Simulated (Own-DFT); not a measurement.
# What a defect does to the pressure of its cell: C40 NbSi2

Source: density functional calculations with Own-DFT, an unreviewed in-house program that is no longer used. Nothing was measured or relaxed, and spin and spin-orbit coupling are left out.

Common settings: PBEsol; PseudoDojo norm-conserving scalar-relativistic files, made for PBE; cutoff 42 hartree; 4 x 4 x 5 k mesh centred on Gamma; cold (Marzari-Vanderbilt) smearing of 0.2 eV.

Limits: forces on such cells failed a check on a denser k mesh; stress not checked against mesh or cutoff.

All runs share one cell, with vectors in Å (0.000, 8.324, 0.000); (-9.613, 0.000, 0.000); (0.000, 0.000, 6.586) and a volume of 527.0 Å³. The atoms are randomly displaced, by u rms on each axis. The defect's site can differ from row to row.

| cell | formula | u (Å) | P (GPa) |
|---|---|---|---|
| no defect | Nb12Si24 | 0.0190 | -2.15 |
| no defect | Nb12Si24 | 0.0208 | -2.14 |
| no defect | Nb12Si24 | 0.0469 | -1.41 |
| two Nb on a Si site each | Nb14Si22 | 0.0262 | 3.32 |
| two Nb on a Si site each | Nb14Si22 | 0.0300 | 3.44 |
| two Nb on a Si site each | Nb14Si22 | 0.0528 | 4.66 |
| two Nb vacancies | Nb10Si24 | 0.0285 | -3.46 |
| two Nb vacancies | Nb10Si24 | 0.0290 | ? |
| two Nb vacancies | Nb10Si24 | 0.0478 | -2.68 |
| two Nb vacancies | Nb10Si24 | 0.0533 | -2.69 |
| two Si on a Nb site each | Nb10Si26 | 0.0279 | -1.59 |
| two Si on a Nb site each | Nb10Si26 | 0.0490 | -1.19 |
| two Si on a Nb site each | Nb10Si26 | 0.0509 | -0.61 |
| one Si vacancy | Nb12Si23 | 0.0258 | -2.67 |
| one Si vacancy | Nb12Si23 | 0.0399 | -2.41 |
| one Si vacancy | Nb12Si23 | 0.0463 | -1.56 |

## Fit

P = P0 + c u² + a shift for each defect gives P0 = -2.41 GPa, c = 506 ± 69 GPa/Å² and a scatter of 0.22 GPa. The shifts, and each times the cell's volume:

- two Nb on a Si site each: 5.48 ± 0.18 GPa, 18.0 eV (9.0 eV for each of its 2 sites)
- two Si on a Nb site each: 0.30 ± 0.19 GPa, 1.0 eV (0.5 eV for each of its 2 sites) (not resolved)
- one Si vacancy: -0.55 ± 0.18 GPa, -1.8 eV
- two Nb vacancies: -1.54 ± 0.19 GPa, -5.1 eV (-2.5 eV for each of its 2 sites)

Against the defect-free cell, a freed cell would be larger where the shift is positive and smaller where it is negative (160.2 GPa Å³ is 1 eV). The atoms around the defects weren't relaxed, which would change these numbers.

## Prediction

Asked: what pressure belongs in the blank (two Nb vacancies, u = 0.0290 Å)?

Estimate: -3.52 ± 0.27 GPa. Computed: -3.08 GPa.
